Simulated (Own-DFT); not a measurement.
# What a defect does to the pressure of its cell: diamond germanium

Source: density functional calculations with Own-DFT, an unreviewed in-house program that is no longer used. Nothing was measured or relaxed, and spin and spin-orbit coupling are left out.

All runs used: PBE; PseudoDojo norm-conserving scalar-relativistic files; cutoff 42 hartree; 3 x 3 x 6 k mesh centred on Gamma; Fermi-Dirac smearing of 0.1 eV.

Caveats (not all hold for every row): not probed for a lower state with spin; smearing too wide for converged forces on cells of this kind; forces on such cells failed a check on a denser k mesh; stress not checked against mesh or cutoff.

All runs share one cell, with vectors in Å (11.316, 0.000, 0.000); (0.000, 11.316, 0.000); (0.000, 0.000, 5.658) and a volume of 724.5 Å³. Atoms were moved at random from their sites; u is the rms move along one axis. The defect's site can differ from row to row.

```
cell,formula,u (Å),P (GPa)
no defect,Ge32,0.0189,3.90
no defect,Ge32,0.0485,4.34
no defect,Ge32,0.0499,4.45
one Ge vacancy,Ge31,0.0297,3.43
one Ge vacancy,Ge31,0.0317,3.48
one Ge vacancy,Ge31,0.0433,?
one Ge vacancy,Ge31,0.0506,3.97
one added Ge,Ge33,0.0274,7.76
one added Ge,Ge33,0.0300,7.92
one added Ge,Ge33,0.0449,7.94
```

## Fit

P = P0 + c u² + a shift for each defect gives P0 = 3.81 GPa, c = 240 ± 40 GPa/Å² and a scatter of 0.09 GPa. The shifts, and each times the cell's volume:

- one added Ge: 3.77 ± 0.08 GPa, 17.0 eV
- one Ge vacancy: -0.54 ± 0.08 GPa, -2.5 eV

Positive is outwards. The product with the volume (160.2 GPa Å³ to the eV) is nearly free of the cell's size; divided by the bulk modulus at the cell's pressure it gives the volume that the defect adds. The atoms around the defects weren't relaxed, which would change these numbers.

## The run left out

Asked: what pressure belongs in the blank (one Ge vacancy, u = 0.0433 Å)?

The fit gives 3.72 ± 0.11 GPa. The calculation gave 3.71 GPa.
